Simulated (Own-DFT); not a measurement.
AlN (wurtzite, strained, atoms displaced) (calculated)

All values are calculated (Own-DFT development build). A calculation, not a measurement: plane-wave PBE density functional theory by an unreviewed code, no spin, of a simulated periodic cell, stress positive in tension, free energy of the whole cell less one offset for each atom, forces on such cells passed a denser k mesh, this cell's mesh not checked; offsets are fitted by least squares, one for each functional and potential file, so energies compare only between cells with the same atoms and settings and are not formation energies; the far tail of each file's local potential was reset to the Coulomb form; each entry is a single point on an unrelaxed cell, so the pressure reflects the starting lattice, mostly measured values (interpolated for alloys), from which strain is counted, and rises with the displacements; printed positions are rounded, which can move forces by about a meV/angstrom; the program, named Own-DFT, is a retired in-house code; no spin-orbit coupling.

Settings shared by all entries: functional PBE; potential files PseudoDojo norm-conserving, scalar-relativistic, standard set; wave cutoff 42 hartree; occupations Fermi-Dirac; smearing width 0.1 eV; hardware one NVIDIA H100; k mesh 2 x 2 x 2 centred on Gamma.

(1) 
```cif
# cell vector a (Å): 12.4416 -0.1462 -0.1529
# cell vector b (Å): -6.3474 10.7525 0.2237
# cell vector c (Å): -0.1224 0.1361 10.0628
data_AlN
_symmetry_space_group_name_H-M 'P 1'
_symmetry_Int_Tables_number 1
_cell_length_a 12.4434
_cell_length_b 12.4882
_cell_length_c 10.0645
_cell_angle_alpha 87.952
_cell_angle_beta 91.410
_cell_angle_gamma 121.234
_cell_volume 1336.40
loop_
_atom_site_label
_atom_site_type_symbol
_atom_site_fract_x
_atom_site_fract_y
_atom_site_fract_z
_atom_site_occupancy
Al1 Al 0.08035 0.16773 0.00291 1
Al2 Al 0.17821 0.09155 0.24968 1
N1 N 0.08353 0.16427 0.19618 1
N2 N 0.17518 0.08960 0.43739 1
Al3 Al 0.07112 0.15399 0.50062 1
Al4 Al 0.16838 0.08236 0.74714 1
N3 N 0.08642 0.16536 0.69176 1
N4 N 0.16972 0.08765 0.93784 1
Al5 Al 0.08175 0.41537 0.00038 1
Al6 Al 0.16294 0.33173 0.25607 1
N5 N 0.08048 0.41633 0.20019 1
N6 N 0.17401 0.33171 0.44508 1
Al7 Al 0.07377 0.40479 0.49468 1
Al8 Al 0.16407 0.33488 0.76352 1
N7 N 0.07358 0.41547 0.68977 1
N8 N 0.17583 0.34154 0.93998 1
Al9 Al 0.08088 0.66503 0.00160 1
Al10 Al 0.17162 0.59155 0.25036 1
N9 N 0.08885 0.67650 0.18276 1
N10 N 0.16535 0.58675 0.44569 1
Al11 Al 0.08219 0.66314 0.48890 1
Al12 Al 0.16921 0.58601 0.74698 1
N11 N 0.08733 0.66650 0.69373 1
N12 N 0.16156 0.58054 0.93896 1
Al13 Al 0.08795 0.91968 0.99828 1
Al14 Al 0.16138 0.83124 0.24151 1
N13 N 0.08094 0.92070 0.19371 1
N14 N 0.15628 0.82884 0.44525 1
Al15 Al 0.07152 0.91545 0.50719 1
Al16 Al 0.16221 0.82839 0.74786 1
N15 N 0.08104 0.92138 0.68927 1
N16 N 0.16718 0.83033 0.94246 1
Al17 Al 0.32790 0.15950 0.99168 1
Al18 Al 0.41286 0.08363 0.25020 1
N17 N 0.33775 0.17186 0.18677 1
N18 N 0.41995 0.08982 0.43279 1
Al19 Al 0.33323 0.17095 0.50404 1
Al20 Al 0.41980 0.08749 0.75526 1
N19 N 0.33470 0.16265 0.69280 1
N20 N 0.41131 0.08255 0.93924 1
Al21 Al 0.33357 0.42212 0.98914 1
Al22 Al 0.41444 0.33532 0.25337 1
N21 N 0.33389 0.41157 0.17987 1
N22 N 0.41921 0.32993 0.43454 1
Al23 Al 0.33517 0.41929 0.49818 1
Al24 Al 0.41684 0.33296 0.74796 1
N23 N 0.32925 0.41522 0.68864 1
N24 N 0.42339 0.33807 0.94738 1
Al25 Al 0.33487 0.66684 0.00361 1
Al26 Al 0.41582 0.58889 0.25258 1
N25 N 0.32930 0.66412 0.19136 1
N26 N 0.41482 0.58000 0.43660 1
Al27 Al 0.33508 0.66972 0.50207 1
Al28 Al 0.41395 0.57768 0.75078 1
N27 N 0.33714 0.66753 0.68972 1
N28 N 0.40652 0.57963 0.94133 1
Al29 Al 0.32955 0.91962 0.00442 1
Al30 Al 0.41891 0.82923 0.25118 1
N29 N 0.33464 0.92431 0.19502 1
N30 N 0.42059 0.83200 0.43829 1
Al31 Al 0.32890 0.91247 0.49754 1
Al32 Al 0.42140 0.83122 0.75264 1
N31 N 0.31684 0.90853 0.69290 1
N32 N 0.41498 0.82922 0.94083 1
Al33 Al 0.58304 0.16566 0.00369 1
Al34 Al 0.65607 0.08033 0.25186 1
N33 N 0.58222 0.16415 0.18853 1
N34 N 0.66944 0.08132 0.44165 1
Al35 Al 0.57858 0.15697 0.50289 1
Al36 Al 0.66309 0.08108 0.74824 1
N35 N 0.57939 0.15851 0.69659 1
N36 N 0.66921 0.08883 0.93023 1
Al37 Al 0.58829 0.42107 0.99981 1
Al38 Al 0.66521 0.33127 0.25008 1
N37 N 0.57766 0.41899 0.19339 1
N38 N 0.66227 0.32791 0.43694 1
Al39 Al 0.58887 0.42159 0.49239 1
Al40 Al 0.67060 0.32155 0.74809 1
N39 N 0.58108 0.41541 0.69021 1
N40 N 0.66036 0.32977 0.94156 1
Al41 Al 0.58320 0.66910 0.99390 1
Al42 Al 0.66486 0.58390 0.24795 1
N41 N 0.57295 0.66222 0.19578 1
N42 N 0.66986 0.58211 0.43314 1
Al43 Al 0.57660 0.66592 0.50321 1
Al44 Al 0.66047 0.58421 0.75434 1
N43 N 0.58382 0.66656 0.69010 1
N44 N 0.66223 0.58510 0.94261 1
Al45 Al 0.59086 0.92616 0.99568 1
Al46 Al 0.67178 0.83545 0.24839 1
N45 N 0.57989 0.90952 0.19865 1
N46 N 0.67134 0.83788 0.44236 1
Al47 Al 0.57942 0.91994 0.49788 1
Al48 Al 0.67523 0.84193 0.74472 1
N47 N 0.59311 0.92517 0.68345 1
N48 N 0.66547 0.83172 0.93548 1
Al49 Al 0.84125 0.17011 0.00551 1
Al50 Al 0.92708 0.08935 0.25120 1
N49 N 0.82964 0.16739 0.19280 1
N50 N 0.91409 0.08464 0.44337 1
Al51 Al 0.82879 0.16551 0.50253 1
Al52 Al 0.90827 0.08368 0.74845 1
N51 N 0.83558 0.16784 0.70361 1
N52 N 0.92164 0.08498 0.94866 1
Al53 Al 0.82758 0.41594 0.00525 1
Al54 Al 0.91395 0.33112 0.24173 1
N53 N 0.83538 0.41372 0.19589 1
N54 N 0.91574 0.33599 0.44418 1
Al55 Al 0.84017 0.42592 0.50367 1
Al56 Al 0.91423 0.33088 0.74277 1
N55 N 0.83476 0.42022 0.69615 1
N56 N 0.91831 0.32941 0.93851 1
Al57 Al 0.83488 0.66352 0.99388 1
Al58 Al 0.90756 0.57522 0.25604 1
N57 N 0.84076 0.67304 0.19997 1
N58 N 0.91048 0.57327 0.44584 1
Al59 Al 0.82886 0.66103 0.48571 1
Al60 Al 0.91679 0.58956 0.75930 1
N59 N 0.83887 0.67210 0.69111 1
N60 N 0.91875 0.58380 0.94502 1
Al61 Al 0.82865 0.91779 0.99994 1
Al62 Al 0.91357 0.83305 0.25469 1
N61 N 0.83317 0.92042 0.18210 1
N62 N 0.91865 0.83196 0.43916 1
Al63 Al 0.83920 0.92693 0.49021 1
Al64 Al 0.91385 0.83473 0.75671 1
N63 N 0.83903 0.92161 0.69847 1
N64 N 0.91962 0.83137 0.94636 1
_calc_free_energy_of_cell_above_offsets '-51.373'  # eV
_calc_pressure 6.2  # GPa
_calc_stress_xx -6.69  # GPa
_calc_stress_yy -10.7  # GPa
_calc_stress_zz -1.21  # GPa
_calc_stress_yz 3.51  # GPa
_calc_stress_xz -3.64  # GPa
_calc_stress_xy -5.2  # GPa
_calc_wall_time 414.8  # s
```

Force:
```tsv
element	x (eV/Å)	y (eV/Å)	z (eV/Å)
Al	2.544	0.657	0.219
Al	-0.786	-1.389	0.256
N	0.675	1.327	-1.006
N	-2.283	-1.48	0.64
Al	3.446	2.941	1.084
Al	-0.559	0.396	0.578
N	-1.658	0.316	0.088
N	-1.726	-0.802	-0.247
Al	0.534	0.502	0.362
Al	1.652	0.679	-0.557
N	0.633	0.562	-1.155
N	-2.795	-0.918	-0.771
Al	2.479	2.137	1.311
Al	-0.282	-0.587	-3.498
N	2.646	0.426	-0.505
N	-2.914	-2.069	1.041
Al	1.426	0.118	-0.594
Al	-1.579	-1.464	0.629
N	-0.324	-2.951	1.522
N	1.198	-1.083	-1.334
Al	-0.693	0.554	2.462
Al	-0.409	-0.874	0.459
N	-1.631	-0.57	-0.824
N	0.598	0.712	0.47
Al	-0.33	-0.394	0.836
Al	-0.425	2.097	1.909
N	0.672	0.263	-0.806
N	0.385	0.925	-1.333
Al	3.467	0.949	-0.845
Al	-1.664	-0.032	0.777
N	0.254	-1.225	0.88
N	-1.188	0.738	-0.461
Al	0.936	2.982	1.717
Al	0.035	1.153	-0.162
N	0.358	-0.462	-0.539
N	-0.445	-1.62	1.679
Al	1.395	-0.696	-0.061
Al	-1.066	-2.328	-0.462
N	-0.355	1.144	-0.376
N	1.337	0.156	0.354
Al	2.941	-2.008	2.799
Al	0.087	-0.423	-1.445
N	-2	1.324	1.447
N	-0.98	1.756	1.485
Al	1.069	-1.44	0.665
Al	-0.137	-0.109	0.985
N	0.49	-0.021	0.356
N	-1.364	-0.786	-2.002
Al	-1.124	-0.752	-0.516
Al	-0.154	-2.709	-0.721
N	0.736	1.004	-0.248
N	-0.825	1.451	0.711
Al	-0.032	-1.367	0.118
Al	-0.281	0.748	0.025
N	0.312	-0.087	-0.114
N	1.408	2.804	-1.201
Al	1.358	-0.95	-0.252
Al	-1.848	0.467	-0.284
N	0.793	-2.104	-0.624
N	-1.748	0.281	0.03
Al	-0.848	0.458	0.351
Al	-1.459	0.556	-0.268
N	4.468	2.328	-1.13
N	0.207	1.844	0.284
Al	-0.383	-0.463	-0.628
Al	1.991	-0.308	0.105
N	-0.532	0.443	0.053
N	-1.723	0.717	-0.396
Al	-0.011	1.599	-0.415
Al	1.062	0.518	0.386
N	0.32	0.502	-1.641
N	0.124	-0.035	2.026
Al	-0.961	-1.28	0.819
Al	-0.94	0.003	0.28
N	2.538	0.004	-0.767
N	0.943	0.587	1.083
Al	-0.112	-2.081	1.156
Al	-2.288	2.23	0.567
N	1.18	0.299	-0.514
N	0.92	0.769	-0.164
Al	-0.997	-1.172	1.495
Al	-0.234	0.141	-0.38
N	2.33	1.908	-1.584
N	-2.176	0.8	0.397
Al	1.853	0.528	-0.761
Al	2.042	-0.763	-0.97
N	-0.886	0.748	0.18
N	1.018	0.711	-0.194
Al	-0.662	-1.85	0.799
Al	-0.752	-0.839	0.729
N	0.537	1.775	-1.797
N	-0.755	-0.49	-0.18
Al	2.36	-0.966	0.155
Al	-0.866	-1.532	0.071
N	-0.968	-1.623	0.607
N	-0.666	1.301	-0.126
Al	-0.917	-0.922	-0.57
Al	-2.744	-1.345	-0.263
N	0.618	-1.079	0.026
N	-0.994	1.356	-1.438
Al	0.836	0.994	0.429
Al	3.616	0.198	1.553
N	-1.957	-0.453	-2.772
N	-1.981	-0.267	-1.394
Al	1.439	-0.718	-0.781
Al	0.376	-0.109	2.003
N	-1.628	0.564	-1.184
N	-1.373	-1.52	-0.976
Al	-0.649	-5.5	1.437
Al	-0.566	1.232	1.913
N	0.13	-0.311	-0.574
N	-1.282	1.059	0.342
Al	-0.557	0.834	1.531
Al	1.149	1.442	-0.541
N	-0.931	-1.965	-1.306
N	-0.207	4.511	-2.287
Al	1.229	1.173	2.438
Al	1.134	-0.701	-1.503
N	-1.318	-0.648	-0.204
N	-1.352	-0.836	0.016
Al	1.987	-0.519	-0.435
Al	0.704	1.379	-1.233
N	0.432	-0.061	1.912
N	-2.693	0.222	-0.202
Al	0.144	-3.805	2.051
Al	1.098	0.002	-0.224
N	-0.41	0.004	-1.708
N	-1.267	0.555	-0.64
```

(2) 
```cif
# cell vector a (Å): 12.2790 0.0580 -0.0054
# cell vector b (Å): -6.0893 10.9131 0.1897
# cell vector c (Å): -0.0043 0.1729 10.1424
data_AlN
_symmetry_space_group_name_H-M 'P 1'
_symmetry_Int_Tables_number 1
_cell_length_a 12.2791
_cell_length_b 12.4985
_cell_length_c 10.1439
_cell_angle_alpha 88.266
_cell_angle_beta 90.045
_cell_angle_gamma 118.887
_cell_volume 1362.29
loop_
_atom_site_label
_atom_site_type_symbol
_atom_site_fract_x
_atom_site_fract_y
_atom_site_fract_z
_atom_site_occupancy
Al1 Al 0.08211 0.17389 0.00436 1
Al2 Al 0.15871 0.07966 0.25010 1
N1 N 0.08289 0.16730 0.19220 1
N2 N 0.17074 0.08843 0.43483 1
Al3 Al 0.07970 0.16660 0.49485 1
Al4 Al 0.16292 0.08467 0.75041 1
N3 N 0.08080 0.16825 0.69243 1
N4 N 0.17001 0.08772 0.94037 1
Al5 Al 0.07968 0.41215 0.99441 1
Al6 Al 0.16755 0.33531 0.24845 1
N5 N 0.08608 0.41885 0.18866 1
N6 N 0.17123 0.33229 0.44752 1
Al7 Al 0.07866 0.41498 0.50356 1
Al8 Al 0.16969 0.33217 0.75098 1
N7 N 0.07366 0.41369 0.69566 1
N8 N 0.15310 0.32789 0.94490 1
Al9 Al 0.07800 0.66129 0.99577 1
Al10 Al 0.16180 0.58674 0.24826 1
N9 N 0.09013 0.66850 0.19159 1
N10 N 0.15956 0.57842 0.43155 1
Al11 Al 0.07757 0.67130 0.49534 1
Al12 Al 0.16812 0.58433 0.74983 1
N11 N 0.08220 0.65955 0.68975 1
N12 N 0.17146 0.58182 0.94356 1
Al13 Al 0.08538 0.91466 0.99877 1
Al14 Al 0.17042 0.83249 0.24976 1
N13 N 0.08656 0.91857 0.19836 1
N14 N 0.16416 0.82952 0.43153 1
Al15 Al 0.08057 0.91878 0.49356 1
Al16 Al 0.15996 0.82986 0.75204 1
N15 N 0.08827 0.91862 0.68993 1
N16 N 0.17151 0.83494 0.95163 1
Al17 Al 0.34013 0.17472 0.00226 1
Al18 Al 0.41083 0.07811 0.24967 1
N17 N 0.32909 0.17019 0.19873 1
N18 N 0.41716 0.08594 0.44293 1
Al19 Al 0.33143 0.16899 0.49893 1
Al20 Al 0.42005 0.08670 0.75121 1
N19 N 0.33763 0.17106 0.68727 1
N20 N 0.41879 0.08515 0.94427 1
Al21 Al 0.33151 0.41539 0.00454 1
Al22 Al 0.42340 0.33856 0.24911 1
N21 N 0.33845 0.42269 0.19243 1
N22 N 0.41509 0.33021 0.43768 1
Al23 Al 0.34447 0.42350 0.50620 1
Al24 Al 0.41801 0.32822 0.75441 1
N23 N 0.33808 0.41868 0.69603 1
N24 N 0.41776 0.33769 0.94393 1
Al25 Al 0.33958 0.66582 0.00106 1
Al26 Al 0.41480 0.59103 0.25558 1
N25 N 0.33263 0.66558 0.18691 1
N26 N 0.41617 0.57865 0.45480 1
Al27 Al 0.31964 0.66364 0.50455 1
Al28 Al 0.42050 0.58984 0.75494 1
N27 N 0.33207 0.65935 0.69428 1
N28 N 0.41236 0.58675 0.94163 1
Al29 Al 0.32509 0.91701 0.00369 1
Al30 Al 0.41929 0.82916 0.25257 1
N29 N 0.33300 0.91312 0.19330 1
N30 N 0.41029 0.82834 0.44200 1
Al31 Al 0.33546 0.92018 0.50033 1
Al32 Al 0.41676 0.83765 0.74620 1
N31 N 0.33666 0.91341 0.69256 1
N32 N 0.41840 0.83020 0.94456 1
Al33 Al 0.57914 0.16224 0.00662 1
Al34 Al 0.67507 0.08768 0.24446 1
N33 N 0.57701 0.16535 0.19314 1
N34 N 0.66058 0.07870 0.43673 1
Al35 Al 0.58054 0.16690 0.50331 1
Al36 Al 0.66404 0.08222 0.75144 1
N35 N 0.58497 0.16965 0.69138 1
N36 N 0.66660 0.07631 0.93628 1
Al37 Al 0.57612 0.41193 0.00276 1
Al38 Al 0.66829 0.33064 0.25783 1
N37 N 0.58160 0.40964 0.18640 1
N38 N 0.66168 0.32982 0.43704 1
Al39 Al 0.58752 0.41342 0.50954 1
Al40 Al 0.66320 0.32861 0.75303 1
N39 N 0.58632 0.41500 0.69021 1
N40 N 0.65503 0.32553 0.94072 1
Al41 Al 0.58387 0.66252 0.99781 1
Al42 Al 0.66850 0.58379 0.25130 1
N41 N 0.57574 0.66085 0.19644 1
N42 N 0.67023 0.58926 0.43854 1
Al43 Al 0.57626 0.66015 0.50445 1
Al44 Al 0.67533 0.59344 0.75363 1
N43 N 0.57910 0.66193 0.68797 1
N44 N 0.66376 0.58381 0.94665 1
Al45 Al 0.57969 0.91859 0.00413 1
Al46 Al 0.66358 0.83187 0.25764 1
N45 N 0.58673 0.91375 0.19341 1
N46 N 0.66541 0.83219 0.43784 1
Al47 Al 0.58583 0.91259 0.50419 1
Al48 Al 0.66835 0.82953 0.74866 1
N47 N 0.58143 0.91405 0.68954 1
N48 N 0.66678 0.83777 0.94624 1
Al49 Al 0.83578 0.17046 0.00487 1
Al50 Al 0.91281 0.08512 0.25182 1
N49 N 0.83621 0.15972 0.18719 1
N50 N 0.91816 0.08401 0.43892 1
Al51 Al 0.83269 0.16164 0.50315 1
Al52 Al 0.92208 0.08879 0.76181 1
N51 N 0.83704 0.17428 0.69500 1
N52 N 0.91544 0.08045 0.94208 1
Al53 Al 0.83998 0.41586 0.99254 1
Al54 Al 0.92038 0.34208 0.24826 1
N53 N 0.83624 0.41675 0.19361 1
N54 N 0.91563 0.33000 0.42954 1
Al55 Al 0.83141 0.42277 0.50107 1
Al56 Al 0.92056 0.33728 0.74811 1
N55 N 0.83155 0.41993 0.68053 1
N56 N 0.91757 0.32986 0.95339 1
Al57 Al 0.83371 0.66792 0.00040 1
Al58 Al 0.91576 0.59198 0.26075 1
N57 N 0.83041 0.66812 0.18579 1
N58 N 0.91872 0.58588 0.44321 1
Al59 Al 0.83405 0.66894 0.49995 1
Al60 Al 0.92109 0.58893 0.75796 1
N59 N 0.83751 0.66759 0.68958 1
N60 N 0.91079 0.58476 0.94573 1
Al61 Al 0.82973 0.90814 0.00063 1
Al62 Al 0.92077 0.83398 0.25035 1
N61 N 0.83521 0.91358 0.18834 1
N62 N 0.92465 0.83628 0.44458 1
Al63 Al 0.83255 0.91616 0.49941 1
Al64 Al 0.91675 0.82946 0.76071 1
N63 N 0.83847 0.91645 0.68874 1
N64 N 0.92077 0.84221 0.93881 1
_calc_free_energy_of_cell_above_offsets '-53.500'  # eV
_calc_pressure 2  # GPa
_calc_stress_xx -9.46  # GPa
_calc_stress_yy 1.75  # GPa
_calc_stress_zz 1.7  # GPa
_calc_stress_yz 4.55  # GPa
_calc_stress_xz -0.52  # GPa
_calc_stress_xy 1.79  # GPa
_calc_wall_time 410.1  # s
```

Force:
```tsv
element	x (eV/Å)	y (eV/Å)	z (eV/Å)
Al	0.66	-2.862	0.276
Al	1.191	1.026	-0.014
N	-0.927	0.539	-0.087
N	-1.003	-1.318	1.066
Al	1.189	0.619	0.905
Al	1.17	-0.065	0.23
N	0.56	0.32	-0.751
N	-0.029	-0.294	0.215
Al	0.239	2.189	1.991
Al	0.665	-0.137	1.067
N	-0.502	0.377	-0.457
N	-0.79	0.83	-0.486
Al	0.627	-0.492	-0.797
Al	-0.657	0.144	-0.109
N	3.195	1.929	-0.951
N	2.91	1.305	-1.529
Al	1.676	0.714	1.555
Al	2.96	-2.03	-0.061
N	-3.784	0.984	-1.169
N	-0.328	0.572	1.83
Al	2.197	-0.607	0.708
Al	0.708	-1.257	1.094
N	-1.054	1.989	-0.027
N	-1.554	-0.146	-0.86
Al	-0.629	1.951	1.091
Al	-0.392	-0.303	-0.304
N	-0.028	-0.61	-1.618
N	-0.003	1.226	1.796
Al	2.314	1.153	0.974
Al	2.095	0.245	0.029
N	-1.093	-0.038	-0.067
N	-2.33	-2.17	-2.327
Al	-0.978	-1.351	0.917
Al	-0.264	0.558	0.674
N	0.861	-0.284	-1.411
N	-0.226	-0.726	-0.189
Al	0.416	0.043	-0.22
Al	-0.494	-0.984	0.208
N	-0.596	-0.755	0.582
N	-0.745	-0.601	-0.584
Al	-0.99	0.81	0.004
Al	-1.343	-1.194	0.955
N	-0.571	-0.095	-0.259
N	0.936	1.535	0.733
Al	-0.978	-2.931	0.119
Al	-0.472	1.135	-0.424
N	-0.158	0.072	0.39
N	-0.52	-0.631	-0.796
Al	-2.421	1.188	0.712
Al	0.89	-2.224	0.596
N	-0.882	0.887	0.835
N	-1.722	2.061	-2.055
Al	1.562	-0.23	-0.158
Al	0.105	-2.224	0.259
N	-1.538	1.946	-1.015
N	3.06	-1.812	-0.734
Al	3.601	0.669	0.527
Al	-0.599	0.177	-0.166
N	0.329	0.895	-0.428
N	0.837	0.15	0.185
Al	-0.347	-0.514	-0.093
Al	1.805	-2.279	1.873
N	-2.908	1.541	-0.64
N	-1.382	0.803	-0.812
Al	0.856	0.191	-0.383
Al	-1.723	-1.45	1.107
N	1.517	0.143	-0.167
N	0.94	0.464	0.682
Al	0.654	-0.527	-0.576
Al	0.999	-0.185	-0.183
N	-0.004	-0.436	-0.321
N	-0.747	1.819	1.151
Al	1.476	0.882	0.136
Al	-0.392	-0.195	-1.897
N	0.892	1.812	0.613
N	1.027	0.754	1.36
Al	-1.71	0.432	-1.628
Al	0.669	0.606	0.088
N	-0.623	1.093	1.014
N	1.783	0.98	-0.185
Al	-2.383	1.626	1.674
Al	-1.219	-0.935	-0.21
N	1.119	1.272	-0.708
N	0.492	-1.183	0.669
Al	0.946	1.221	-0.723
Al	-0.624	-2.308	-0.067
N	1.232	1.464	0.876
N	1.758	-0.544	-1.389
Al	0.853	-0.867	0.126
Al	1.595	-0.849	-1.622
N	-1.313	1.286	-0.36
N	0.695	-0.593	1.481
Al	-1.636	0.475	-0.804
Al	-0.443	0.766	0.722
N	0.752	0.597	0.042
N	0.506	-1.883	-1.325
Al	0.102	-2.523	-0.877
Al	2.762	-1.756	0.019
N	-2.318	2.635	-0.309
N	-0.594	-0.965	0.043
Al	-1.112	1.045	-0.225
Al	-0.95	-1.005	-1.174
N	-0.16	-1.09	-0.469
N	-0.023	0.289	0.915
Al	-2.812	-0.267	2.043
Al	1.64	-1.56	0.053
N	-1.766	1.422	-0.961
N	-0.597	0.204	2.16
Al	1	-1.793	-1.226
Al	-2.617	-1.578	0.77
N	0.349	0.218	2.76
N	-0.91	0.579	-2.55
Al	-1.282	0.518	0.641
Al	1.441	-1.344	-2.012
N	0.872	0.641	0.702
N	-1.496	-0.136	-0.335
Al	-0.263	0.413	0.356
Al	-0.288	-1.751	-1.325
N	-0.28	0.789	0.599
N	1.544	-0.588	-1.232
Al	-1.218	2.325	0.891
Al	-0.731	-0.049	0.319
N	-0.621	0.376	0.882
N	-2.272	-1.352	-1.205
Al	0.45	0.013	0.21
Al	0.112	1.195	-2.508
N	-0.742	0.155	0.413
N	1.317	-2.406	0.643
```
